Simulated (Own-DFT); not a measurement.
AlGa₃N₄ (wurtzite random alloy, strained, atoms displaced) (calculated)

All values are calculated (Own-DFT development build). A calculation, not a measurement: plane-wave PBE density functional theory by an unreviewed code, no spin, of a simulated periodic cell, stress positive in tension, free energy of the whole cell less one offset for each atom, forces on such cells passed a denser k mesh, this cell's mesh not checked; offsets are fitted by least squares, one for each functional and potential file, so energies compare only between cells with the same atoms and settings and are not formation energies; the far tail of each file's local potential was reset to the Coulomb form; each entry is a single point on an unrelaxed cell, so the pressure reflects the starting lattice, mostly measured values, from which strain is counted, and rises with the displacements; printed positions are rounded, which can move forces by about a meV/angstrom; the program is a retired in-house code; no spin-orbit coupling.

Settings shared by all entries: functional PBE; potential files PseudoDojo norm-conserving, scalar-relativistic, standard set with the stringent files for Ga; wave cutoff 96 hartree; occupations Gaussian; smearing width 0.01 eV; k mesh 4 x 4 x 3 centred on Gamma.

(1) AlGa₃N₄ (wurtzite random alloy, strained, atoms displaced)

```xyz
72
Lattice="9.5330 0.0000 0.0000 -4.7665 8.2558 0.0000 0.0000 0.0000 10.2685" Properties=species:S:1:pos:R:3 AlGa3N4
Ga     0.0029     1.8907     0.0347
Ga     1.5981     0.8929     2.6061
N      0.0162     1.8351     1.9063
N      1.5685     0.9684     4.6075
Ga     0.0359     1.8265     5.1959
Ga     1.6827     0.8825     7.6774
N      0.0043     1.8247     7.1334
N      1.4995     0.8126     9.6354
Ga    -1.6262     4.5758    10.2541
Ga     0.0200     3.6278     2.5675
N     -1.5050     4.6218     2.0160
N     -0.0003     3.6926     4.4826
Ga    -1.6769     4.6628     5.2160
Al    -0.0582     3.6448     7.7377
N     -1.5864     4.5789     7.1137
N     -0.0279     3.6667     9.6838
Ga    -3.1550     7.3502     0.0543
Ga    -1.5901     6.4742     2.5829
N     -3.2317     7.4294     1.9190
N     -1.6437     6.4149     4.4846
Al    -3.2276     7.3269     5.1493
Ga    -1.6078     6.4223     7.6771
N     -3.1675     7.2868     7.0802
N     -1.5106     6.3767     9.6790
Ga     3.2107     1.7864    10.2164
Ga     4.8346     0.9144     2.5372
N      3.1223     1.8420     1.9129
N      4.7639     1.0065     4.4900
Al     3.1816     1.7980     5.1327
Ga     4.8230     0.9079     7.7157
N      3.2771     1.9394     6.9777
N      4.7567     0.9627     9.5920
Al     1.6261     4.5711    10.1591
Ga     3.1640     3.7262     2.6120
N      1.5209     4.5500     1.9738
N      3.1990     3.6713     4.6098
Ga     1.5599     4.6432     5.0853
Ga     3.2133     3.6605     7.7506
N      1.5726     4.5086     7.1242
N      3.1818     3.6221     9.6188
Ga    -0.0530     7.3154    10.2095
Al     1.5518     6.3496     2.5703
N      0.0578     7.3156     1.9640
N      1.5582     6.4144     4.5370
Ga    -0.0018     7.3401     5.1554
Ga     1.6459     6.3607     7.7124
N     -0.0050     7.4107     7.0656
N      1.5946     6.3714     9.6513
Al     6.3400     1.7391    10.1655
Ga     7.8690     0.9072     2.5225
N      6.3653     1.9021     2.0138
N      7.9310     0.9338     4.4822
Ga     6.3647     1.7640     4.9808
Ga     7.9612     0.8729     7.6359
N      6.4512     1.8386     7.0719
N      8.0725     0.8756     9.5847
Al     4.8226     4.6058     0.1067
Ga     6.4018     3.6633     2.6761
N      4.8227     4.5867     1.9218
N      6.3370     3.6199     4.5072
Al     4.8560     4.5834     5.1044
Ga     6.3536     3.6857     7.6791
N      4.7272     4.7132     7.1507
N      6.3541     3.6586     9.6047
Ga     3.1440     7.3713     0.0352
Ga     4.6921     6.4022     2.5477
N      3.2063     7.2742     2.0267
N      4.7424     6.3440     4.4937
Al     3.1083     7.3494     5.1173
Ga     4.8305     6.4152     7.6257
N      3.1477     7.2517     7.1932
N      4.7614     6.4486     9.5048
```

- free energy of cell above offsets: -9.206 eV
- pressure: 5.81 GPa
- stress xx: -4.7 GPa
- stress yy: -6.45 GPa
- stress zz: -6.27 GPa
- stress yz: -0.27 GPa
- stress xz: -0.01 GPa
- stress xy: 0 GPa

Force:
```
element  x (eV/Å)  y (eV/Å)  z (eV/Å)
     Ga     0.389    -1.021    -0.763
     Ga    -0.436     1.435     0.159
      N    -0.667    -0.748     1.296
      N     1.356    -2.036     -0.68
     Ga    -1.242     1.401    -0.168
     Ga    -0.591     0.847     0.337
      N     0.621     0.464    -0.272
      N     1.844     1.951    -0.674
     Ga     0.419    -0.476     1.255
     Ga    -0.645    -0.143     0.369
      N    -1.671    -0.083    -1.006
      N    -0.811     -0.25      1.18
     Ga     1.385    -1.556    -1.283
     Al     1.058    -0.144    -0.022
      N      0.61     0.093      0.09
      N     1.046      0.85    -1.315
     Ga    -0.845    -1.198    -1.413
     Ga    -0.236    -0.432    -0.679
      N      0.47    -2.057     1.212
      N    -0.406     1.411     1.201
     Al     0.142     0.218    -0.468
     Ga     1.002    -0.018     0.867
      N     0.685     1.231    -1.887
      N    -2.083     0.364    -1.103
     Ga    -2.046     0.572     0.903
     Ga    -1.682     0.205     0.063
      N     1.307     0.005     0.388
      N    -1.376    -1.739    -0.197
     Al     0.144     1.451    -0.328
     Ga     0.007     1.341    -1.562
      N    -0.427    -2.033     0.948
      N     1.137    -1.317     0.986
     Al    -0.663    -0.574     1.374
     Ga     0.038    -0.998     0.007
      N     1.831     1.464    -1.515
      N      0.65    -0.097    -0.861
     Ga      0.42    -1.923     1.484
     Ga    -0.128     0.783    -1.188
      N    -1.096     0.306    -0.184
      N     0.414     1.062     1.814
     Ga      1.95     0.382      1.11
     Al     0.364     0.192    -0.001
      N     0.029     0.367    -0.439
      N     0.665     1.425    -1.257
     Ga    -0.625     0.592    -0.506
     Ga    -1.595    -0.522      0.12
      N     0.123    -1.634     0.356
      N    -0.282     0.321     0.508
     Al     1.561      1.71     0.684
     Ga     1.977    -0.055     0.276
      N    -0.227     -0.92    -2.628
      N     1.195    -1.754     0.284
     Ga     0.056     1.209     2.548
     Ga      0.46     -0.31       0.8
      N    -1.309     0.127    -0.759
      N    -2.839     0.872     1.164
     Al    -0.491     0.097    -3.037
     Ga     0.498     1.355    -2.088
      N    -0.362    -0.195     0.637
      N    -0.022     1.058     1.719
     Al    -2.065     -0.49     1.282
     Ga    -0.861    -0.202     0.135
      N     1.123    -3.718    -2.878
      N    -0.854    -0.869     1.367
     Ga     1.182    -1.013    -0.761
     Ga     2.396    -0.307     0.679
      N    -3.031     0.801    -1.042
      N     0.111     1.484     1.081
     Al     0.888      -0.5     0.595
     Ga    -1.284     1.586     1.504
      N     1.031     1.555    -3.367
      N     0.312    -1.254     3.545
```

(2) AlGa₃N₄ (wurtzite random alloy, strained, atoms displaced)

```xyz
72
Lattice="9.5330 0.0000 0.0000 -4.7665 8.2558 0.0000 0.0000 0.0000 10.2685" Properties=species:S:1:pos:R:3 AlGa3N4
Ga    -0.0162     1.8011     0.0681
Ga     1.6353     0.9068     2.5187
N      0.0260     1.7841     1.9197
N      1.5912     0.9326     4.4244
Ga     0.0409     1.9174     5.2082
Ga     1.6188     0.8293     7.6611
N      0.0354     1.8092     7.0560
N      1.5741     0.8199     9.6398
Ga    -1.5461     4.7089     0.0268
Ga    -0.0159     3.6546     2.5401
N     -1.5608     4.6168     1.8434
N     -0.0316     3.6941     4.4938
Ga    -1.5846     4.5196     5.1108
Ga    -0.0349     3.7188     7.6646
N     -1.5487     4.6024     7.1706
N      0.0459     3.7176     9.6000
Al    -3.1548     7.3500    10.1913
Ga    -1.6179     6.4346     2.6898
N     -3.2849     7.3885     1.9795
N     -1.5804     6.5039     4.5103
Ga    -3.1642     7.2468     5.1260
Ga    -1.5702     6.4193     7.7045
N     -3.1595     7.3349     7.1203
N     -1.5187     6.4423     9.6190
Ga     3.1612     1.8007    10.1093
Ga     4.6813     0.9231     2.5485
N      3.0822     1.7517     1.8923
N      4.8158     0.9638     4.5496
Ga     3.1195     1.8443     5.1238
Ga     4.7650     0.9851     7.7226
N      3.2095     1.9137     7.0548
N      4.6600     0.9044     9.6809
Ga     1.6280     4.6021    10.2228
Al     3.1352     3.6703     2.5494
N      1.5924     4.5233     1.9192
N      3.1362     3.7433     4.5884
Ga     1.5710     4.5585     5.1011
Ga     3.1360     3.6632     7.7379
N      1.5587     4.5424     7.1024
N      3.1815     3.6376     9.6418
Ga    -0.0120     7.3035    10.2643
Al     1.5764     6.4357     2.5514
N     -0.0034     7.4079     1.9770
N      1.6448     6.4275     4.4960
Al     0.0214     7.3682     5.1228
Al     1.5741     6.3253     7.6477
N      0.0245     7.3219     7.0455
N      1.6414     6.3809     9.6556
Ga     6.3666     1.7870     0.0578
Ga     7.9061     0.9410     2.6349
N      6.3417     1.9268     1.9725
N      7.9567     0.8855     4.5019
Ga     6.3293     1.7836     5.1982
Al     8.0241     0.9317     7.7075
N      6.3332     1.9391     7.0899
N      7.9496     0.9335     9.6029
Al     4.8372     4.5770     0.0512
Al     6.3762     3.6427     2.5393
N      4.8122     4.5826     1.8378
N      6.4444     3.6542     4.5128
Ga     4.7626     4.5557     5.0788
Al     6.3874     3.6889     7.6885
N      4.8236     4.5092     7.0222
N      6.4162     3.6754     9.5593
Ga     3.1633     7.4075     0.0243
Ga     4.7641     6.3038     2.5763
N      3.1946     7.2833     1.9424
N      4.9079     6.4628     4.5115
Ga     3.2287     7.3718     5.1471
Ga     4.8631     6.4681     7.7985
N      3.1568     7.3394     6.9807
N      4.8078     6.4522     9.6558
```

- free energy of cell above offsets: -9.322 eV
- pressure: 6.17 GPa
- stress xx: -5.45 GPa
- stress yy: -5.08 GPa
- stress zz: -7.98 GPa
- stress yz: -0.35 GPa
- stress xz: -0.42 GPa
- stress xy: -0.59 GPa

Force:
```
element  x (eV/Å)  y (eV/Å)  z (eV/Å)
     Ga     0.592      1.04    -1.662
     Ga    -2.095    -0.613     0.829
      N    -1.114     0.729     1.129
      N     -0.26    -0.115     1.744
     Ga    -0.255    -1.685    -1.958
     Ga     0.207     2.276     0.617
      N    -0.571     0.099     1.286
      N    -0.303     0.969     -0.68
     Ga    -0.029    -2.165    -1.971
     Ga     0.173    -0.316    -0.463
      N    -1.024    -0.284     3.125
      N     0.661    -0.253    -0.309
     Ga     0.107     1.895     1.375
     Ga     0.986    -1.549     1.383
      N    -1.941    -0.104    -2.042
      N     -0.59    -0.896     0.732
     Al      0.09    -0.901     2.008
     Ga    -0.368     0.382    -2.888
      N     1.532    -1.942    -1.883
      N     1.728    -1.206     1.697
     Ga     1.025     2.688      0.97
     Ga     0.675     0.327    -0.303
      N     0.687    -0.802    -1.349
      N    -1.977     0.877     0.149
     Ga    -1.672     0.748     2.128
     Ga     0.716     0.984     0.633
      N     2.448     3.085    -0.453
      N    -1.735    -1.313    -0.716
     Ga     0.801    -0.037     -0.07
     Ga     0.477    -0.794    -0.379
      N    -0.895     -1.71      0.27
      N     2.992    -0.783    -0.787
     Ga    -0.284    -0.968      0.68
     Al     0.401    -0.756    -0.173
      N     0.403     1.464     0.782
      N      0.92    -1.449    -2.871
     Ga    -0.475     1.537     0.827
     Ga     1.205     0.909    -0.673
      N     0.401     0.977    -0.867
      N     1.363     0.962     0.574
     Ga     1.099     0.608      0.52
     Al     0.241    -0.355     0.106
      N     0.576    -1.957    -0.204
      N    -1.348     0.253    -0.604
     Al     0.487    -0.066     0.093
     Al     0.559     1.625     0.358
      N     0.447     0.204    -0.114
      N    -0.493     1.378    -1.476
     Ga    -0.515     1.201    -1.143
     Ga     0.718    -0.691     -0.98
      N    -0.184    -1.358    -0.143
      N     0.174     1.344     0.939
     Ga     1.315     0.865    -0.357
     Al    -1.456    -0.322    -0.756
      N     1.646    -1.393     0.837
      N    -0.213     -0.07    -0.329
     Al    -0.244    -0.161      -2.9
     Al     0.359      1.49     0.374
      N    -0.553    -1.995     2.321
      N    -1.682    -0.448    -1.797
     Ga     0.905     0.725     1.145
     Al    -0.338     0.323     0.149
      N    -0.192     1.175      1.01
      N     -0.96     0.305     1.333
     Ga     0.573    -1.144    -0.148
     Ga     0.178     2.106         0
      N    -1.212      0.42     0.593
      N     -3.27    -2.063    -0.774
     Ga     0.312    -0.974    -1.166
     Ga    -2.092    -1.651    -1.857
      N     0.061      0.22     3.239
      N     0.098    -0.905     1.287
```
